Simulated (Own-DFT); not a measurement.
# Which defects push the lattice out? C11b WSi2

Source: density functional calculations with Own-DFT, an unreviewed in-house program that is no longer used. Nothing was measured or relaxed, and spin and spin-orbit coupling are left out.

Common settings: PBEsol; PseudoDojo norm-conserving scalar-relativistic files, made for PBE; cutoff 50 hartree; 5 x 5 x 5 k mesh centred on Gamma; cold (Marzari-Vanderbilt) smearing of 0.2 eV.

Keep in mind: forces on such cells failed a check on a denser k mesh; stress not checked against mesh or cutoff.

All runs share one cell, with vectors in Å (-2.148, -5.953, 3.409); (-6.444, 2.976, 1.136); (-2.553, -2.948, -6.757) and a volume of 403.2 Å³. The atoms are randomly displaced, by u rms on each axis. The defect's site can differ from row to row.

```
cell,formula,u (Å),P (GPa)
no defect,Si20W10,0.0199,0.38
no defect,Si20W10,0.0210,0.26
no defect,Si20W10,0.0517,2.12
one Si vacancy,Si19W10,0.0285,-0.89
one Si vacancy,Si19W10,0.0295,-0.61
one Si vacancy,Si19W10,0.0492,0.67
one W on a Si site,Si19W11,0.0296,5.60
one W on a Si site,Si19W11,0.0300,5.45
one W on a Si site,Si19W11,0.0498,6.99
one Si on a W site,Si21W9,0.0295,2.46
one Si on a W site,Si21W9,0.0302,?
one Si on a W site,Si21W9,0.0444,3.33
one Si on a W site,Si21W9,0.0536,3.91
```

## What the rows give

P = P0 + c u² + a shift for each defect gives P0 = -0.04 GPa, c = 825 ± 41 GPa/Å² and a scatter of 0.12 GPa. The shifts, and each times the cell's volume:

- one W on a Si site: 4.89 ± 0.10 GPa, 12.3 eV
- one Si on a W site: 1.71 ± 0.10 GPa, 4.3 eV
- one Si vacancy: -1.36 ± 0.10 GPa, -3.4 eV

A positive shift means that the defect pushes the cell outwards. Shift times volume (160.2 GPa Å³ is 1 eV) depends little on the cell's size, so, taken for each site, it can be compared between cells at like pressure. The atoms around the defects weren't relaxed, which would change these numbers.

## Test on the hidden row

The question: what pressure belongs in the blank (one Si on a W site, u = 0.0302 Å)?

Estimate: 2.41 ± 0.15 GPa. The run itself gave 2.40 GPa.
